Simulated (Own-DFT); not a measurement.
# From a pressure shift to a lattice shift: D0_22 TiAl3, 40 atoms (Al30Ti10)

Calculated, not measured: single-point runs of Own-DFT, a retired in-house plane-wave DFT program that no person has reviewed, on unrelaxed cells, without spin or spin-orbit coupling.

Limits: forces on such cells failed a check on a denser k mesh; stress not checked against mesh or cutoff.

Each geometry was run with PBE and with PBEsol, otherwise alike: PseudoDojo norm-conserving scalar-relativistic files made for PBE; cutoff 42 hartree; 4 x 4 x 4 k mesh centred on Gamma; cold (Marzari-Vanderbilt) smearing of 0.2 eV. Unstrained cell vectors in Å: (-2.365, -6.981, 4.326); (-7.667, 3.491, 1.442); (-2.950, -3.488, -7.241). Each has a uniform strain, of which the change of volume is shown, and random moves of rms u per axis.

| run | volume change (%) | u (Å) | P with PBE (GPa) | P with PBEsol (GPa) |
|---|---|---|---|---|
| 1 | 0.66 | 0.0488 | 2.00 | 0.11 |
| 2 | -2.17 | 0.0485 | 5.71 | 3.75 |
| 3 | -1.41 | 0.0464 | 4.44 | 2.51 |
| 4 | 2.34 | 0.0466 | 0.02 | -1.82 |
| 5 | -0.30 | 0.0471 | 3.05 | 1.13 |
| 6 | -2.74 | 0.0587 | 6.64 | 4.67 |
| 7 | -0.93 | 0.0490 | 4.01 | 2.08 |
| 8 | -0.46 | 0.0599 | 3.89 | 1.97 |
| 9 | 0.37 | 0.0496 | 2.36 | 0.46 |
| 10 | -0.31 | 0.0501 | 3.09 | ? |

Asked: by how much does PBEsol shrink this cell, and what belongs in the blank?

## Worked answer

Write v for the change of volume as a fraction. Fitted to v and u², the PBE pressure has a slope of -123 ± 3 GPa in v, with the ions held to the strained lattice. The difference PBEsol less PBE is -1.90 + 2.5 v GPa (slope ± 0.1) and averages -1.92 GPa. Divided by the mean slope of the two, 122 GPa, that makes PBEsol's volume at a given pressure, near 3 GPa, about 1.6 % smaller, or 0.52 % in lengths. At one volume PBEsol's slope is the smaller by 2 GPa, but its pressure there is lower too. If stiffness rises by about 4 GPa for each GPa, PBEsol at equal pressure is stiffer by about 5 GPa. Files made for PBEsol would give a different shift.

For run 10 the line gives 1.17 GPa. The hidden result is 1.18 GPa.
